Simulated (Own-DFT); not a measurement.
# Response to strain: C40 NbSi2, 36 atoms (Nb12Si24)

Everything here is calculated. The program is Own-DFT (plane waves, in-house, since retired, never reviewed by a person); positions were held fixed, and spin and spin-orbit coupling were off.

Common settings: PBEsol; PseudoDojo norm-conserving scalar-relativistic files, made for PBE; cutoff 42 hartree; 4 x 4 x 5 k mesh centred on Gamma; cold (Marzari-Vanderbilt) smearing of 0.2 eV.

Known weak points: forces on such cells failed a check on a denser k mesh; stress not checked against mesh or cutoff.

Unstrained cell vectors in Å: (0.000, 8.324, 0.000); (-9.613, 0.000, 0.000); (0.000, 0.000, 6.586). The unstrained cell was taken from the Materials Project. The random moves and any unrelaxed bonds add to the pressure at no strain. A uniform strain is put on this cell, atoms riding along. Random moves of width 0.05 Å per axis were added to every atom. Stress is counted positive in tension, P = -(s_xx + s_yy + s_zz)/3, and strain components are those of the symmetric tensor.

| run | e_xx (%) | e_yy (%) | e_zz (%) | e_yz (%) | e_xz (%) | e_xy (%) | s_xx (GPa) | s_yy (GPa) | s_zz (GPa) | s_yz (GPa) | s_xz (GPa) | s_xy (GPa) | P (GPa) | E (meV/atom) |
|---|---|---|---|---|---|---|---|---|---|---|---|---|---|---|
| 1 | -1.48 | 1.06 | -0.62 | 1.12 | 0.07 | 1.64 | -4.61 | 2.75 | -4.32 | 3.94 | 0.05 | 5.55 | 2.06 | 35.0 |
| 2 | -1.97 | -1.59 | 0.20 | -0.38 | -1.52 | -1.73 | -8.05 | -6.12 | -1.93 | -1.90 | -5.12 | -5.74 | 5.37 | 16.6 |
| 3 | -1.63 | 0.03 | 0.57 | -0.61 | -1.70 | 1.06 | -4.04 | 0.99 | 1.34 | -1.87 | -5.25 | 3.26 | 0.57 | 0.0 |
| 4 | -1.99 | -1.07 | 1.67 | 1.92 | -1.47 | 0.62 | -5.57 | -2.91 | 3.97 | 6.20 | -4.27 | 1.75 | 1.50 | 24.0 |
| 5 | 0.14 | -0.05 | -1.68 | -1.67 | 0.18 | 1.89 | 0.07 | -0.20 | -7.95 | -5.46 | 0.43 | 6.22 | 2.70 | 15.5 |
| 6 | -0.80 | 1.33 | -0.52 | -0.82 | -1.82 | 1.96 | -2.25 | 4.90 | -2.48 | -2.69 | -5.42 | 6.12 | -0.06 | 31.4 |
| 7 | 1.77 | 1.70 | -0.35 | 0.68 | -0.05 | -1.64 | 7.49 | 7.75 | 1.16 | 2.08 | 0.43 | -3.86 | -5.47 | 21.2 |
| 8 | -1.94 | 0.51 | 1.74 | -1.48 | -0.15 | 1.81 | -4.69 | 2.61 | 6.30 | -4.25 | -0.13 | 5.82 | -1.41 | 23.5 |
| 9 | -1.12 | -1.78 | -1.60 | 0.17 | -0.19 | 1.98 | -5.31 | -9.91 | -10.59 | 1.78 | -0.69 | 6.88 | 8.60 | 31.9 |
| 10 | -0.33 | 1.71 | -0.26 | 0.23 | -1.78 | 0.84 | 0.62 | 6.78 | -0.63 | 0.86 | -6.09 | 2.48 | -2.26 | 19.2 |
| 11 | -0.85 | 0.69 | 0.86 | 0.74 | 0.37 | 1.73 | -0.63 | 3.76 | 3.72 | 2.01 | 0.69 | 4.74 | -2.28 | 5.8 |
| 12 | -0.80 | 0.86 | -1.92 | 1.02 | -0.67 | 0.06 | -2.63 | 2.79 | -8.87 | 3.38 | -2.77 | -0.17 | 2.90 | 3.3 |
| 13 | -1.96 | -0.65 | -0.49 | 1.13 | 0.17 | 1.59 | -8.10 | -2.97 | -4.87 | 4.60 | 0.63 | 5.47 | 5.31 | 21.5 |
| 14 | -0.88 | 1.82 | -0.91 | -0.27 | -0.03 | 0.96 | -1.51 | 6.44 | -4.04 | -1.41 | -0.55 | 3.72 | -0.29 | 14.8 |
| 15 | -1.70 | 0.06 | 1.54 | 1.36 | -0.46 | 0.68 | -3.70 | 1.88 | 5.07 | 3.74 | -1.45 | 2.29 | -1.08 | 8.2 |
| 16 | 0.71 | -0.42 | -0.10 | -1.33 | 0.69 | 0.95 | 3.25 | -0.32 | -1.34 | -3.39 | 2.43 | 2.33 | -0.53 | 28.4 |
| 17 | 1.47 | 0.17 | 0.05 | -0.29 | 0.31 | 1.25 | ? | ? | ? | ? | ? | ? | ? | ? |

The last column gives the free energy per atom over the lowest of the runs shown.

## Fit

Each stress component was fitted by least squares to a constant and the strains of the runs shown, as fractions, with shears doubled. Shear strains stay in the fit of a normal stress only where such slopes are resolved. The slopes, in GPa:

| stress | at no strain | per e_xx | per e_yy | per e_zz | scatter |
|---|---|---|---|---|---|
| s_xx | 0.8 | 364 ± 16 | 68 ± 14 | 82 ± 14 | 0.56 |
| s_yy | 0.8 | 58 ± 20 | 393 ± 17 | 94 ± 17 | 0.69 |
| s_zz | -0.5 | 83 ± 13 | 86 ± 11 | 456 ± 11 | 0.46 |

The slope of each shear stress on twice its own strain, from a fit on all six strains: yz 164 ± 7, xz 154 ± 7, xy 153 ± 8 GPa. These are stiffnesses along x, y and z of the frame in which the cell vectors are given, which need not be the crystal's axes. No internal relaxation is included, and where it is allowed it would reduce some of the slopes. The table should be nearly symmetric about its diagonal, and what it lacks of that shows the noise. A ninth of the table's sum, 187 ± 8 GPa, estimates the bulk modulus near the mean pressure of these runs, 1.0 GPa.

## The run left out

The question: what normal stresses and pressure should run 17 give?

Estimate: s_xx = 6.3, s_yy = 2.3, s_zz = 1.1 and P = -3.2 GPa. DFT gave 6.94, 3.31, 1.70 and P = -3.98 GPa.
